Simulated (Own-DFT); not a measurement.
# One host, several defects: C11b WSi2

No measurement is shown. These are fixed-geometry runs of a retired plane-wave code named Own-DFT, which no person has reviewed; spin and spin-orbit coupling are neglected.

Method: PBE; PseudoDojo norm-conserving scalar-relativistic files; cutoff 50 hartree; 5 x 5 x 5 k mesh centred on Gamma; cold (Marzari-Vanderbilt) smearing of 0.2 eV.

Known weak points: forces on such cells failed a check on a denser k mesh; stress not checked against mesh or cutoff.

All runs share one cell, with vectors in Å (-2.148, -5.953, 3.409); (-6.444, 2.976, 1.136); (-2.553, -2.948, -6.757) and a volume of 403.2 Å³. Atoms were moved at random from their sites; u is the rms move along one axis. The defect's site can differ from row to row.

```
              cell  formula   u (Å)  P (GPa)
         no defect  Si20W10  0.0190     4.54
         no defect  Si20W10  0.0237     4.63
         no defect  Si20W10  0.0473     5.92
one W on a Si site  Si19W11  0.0240     9.43
one W on a Si site  Si19W11  0.0272     9.90
one W on a Si site  Si19W11  0.0571    11.74
one Si on a W site   Si21W9  0.0313     6.66
one Si on a W site   Si21W9  0.0324     6.55
one Si on a W site   Si21W9  0.0464     6.89
one Si on a W site   Si21W9  0.0506        ?
    one Si vacancy  Si19W10  0.0289     2.97
    one Si vacancy  Si19W10  0.0292     3.05
    one Si vacancy  Si19W10  0.0440     3.98
```

## Fit

P = P0 + c u² + a shift for each defect gives P0 = 4.25 GPa, c = 739 ± 73 GPa/Å² and a scatter of 0.21 GPa. The shifts, and each times the cell's volume:

- one W on a Si site: 4.97 ± 0.18 GPa, 12.5 eV
- one Si on a W site: 1.42 ± 0.17 GPa, 3.6 eV
- one Si vacancy: -1.82 ± 0.17 GPa, -4.6 eV

Against the defect-free cell, a freed cell would be larger where the shift is positive and smaller where it is negative (160.2 GPa Å³ is 1 eV). The atoms around the defects weren't relaxed, which would change these numbers.

## Check

Question: what pressure belongs in the blank (one Si on a W site, u = 0.0506 Å)?

From the fit: 7.56 ± 0.26 GPa. DFT gave 7.61 GPa.
